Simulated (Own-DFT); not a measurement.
# Strain and stress in wurtzite AlGaN with randomly placed atoms, 128 atoms (Al8Ga56N64)

These are calculations, not measurements. They come from Own-DFT, an in-house plane-wave density functional program, since retired, whose code no person has reviewed. Each row is one single-point run on a periodic cell that was not relaxed, without spin or spin-orbit coupling.

Settings of every run: PBE; PseudoDojo norm-conserving scalar-relativistic files; cutoff 42 hartree; 3 x 3 x 3 k mesh centred on Gamma; Fermi-Dirac smearing of 0.05 eV.

Known limits: forces on such cells passed a denser k mesh, each cell not checked; stress not checked against mesh or cutoff.

Unstrained cell vectors in Å: (12.717, 0.000, 0.000); (-6.359, 11.014, 0.000); (0.000, 0.000, 10.319). The unstrained cell has measured lattice constants (interpolated for alloys), not those of this functional. That, the random moves and any unrelaxed bonds set the pressure at no strain. Each run strains this cell uniformly, with the atoms carried along. Every atom was also moved at random, by a Gaussian of width 0.05 Å on each axis. The random placing of the alloy's atoms differs from row to row. Strain is the symmetric tensor, in per cent. Stress is positive in tension, and the pressure is minus a third of its trace.

```
run,e_xx (%),e_yy (%),e_zz (%),s_xx (GPa),s_yy (GPa),s_zz (GPa),P (GPa),E (meV/atom)
1,2.25,2.25,0.00,2.74,4.00,-5.45,-0.43,15.2
2,-2.00,-2.00,0.00,-20.08,-18.08,-10.82,16.33,40.7
3,-2.50,-2.50,0.00,-21.89,-23.66,-12.16,19.23,66.3
4,1.75,1.75,0.00,1.63,0.95,-5.20,0.87,0.0
5,-2.75,-2.75,0.00,-25.79,-23.75,-12.72,20.75,76.9
6,3.00,3.00,0.00,6.88,6.37,-3.42,-3.28,8.8
7,-1.25,-1.25,0.00,-14.61,-13.44,-11.07,13.04,37.0
8,2.75,2.75,0.00,5.80,5.50,-5.01,-2.10,18.1
9,-1.00,-1.00,0.00,?,?,?,?,?
```

E is the free energy for each atom above the lowest run shown.

## Worked fit

The change of volume is close to e_xx + e_yy + e_zz. A straight line through the runs shown gives P = 8.80 - 204 x (fractional change of volume) GPa, with an error of 5 on the slope and a scatter of 0.68 GPa. The strain isn't the same on all axes and the cell isn't cubic, so the slope belongs to this path and is not the bulk modulus.

## Withheld run

Question: what pressure should run 9 give? Its volume changes by -1.99 %.

The line gives 12.9 GPa. The calculation gave 11.91 GPa.
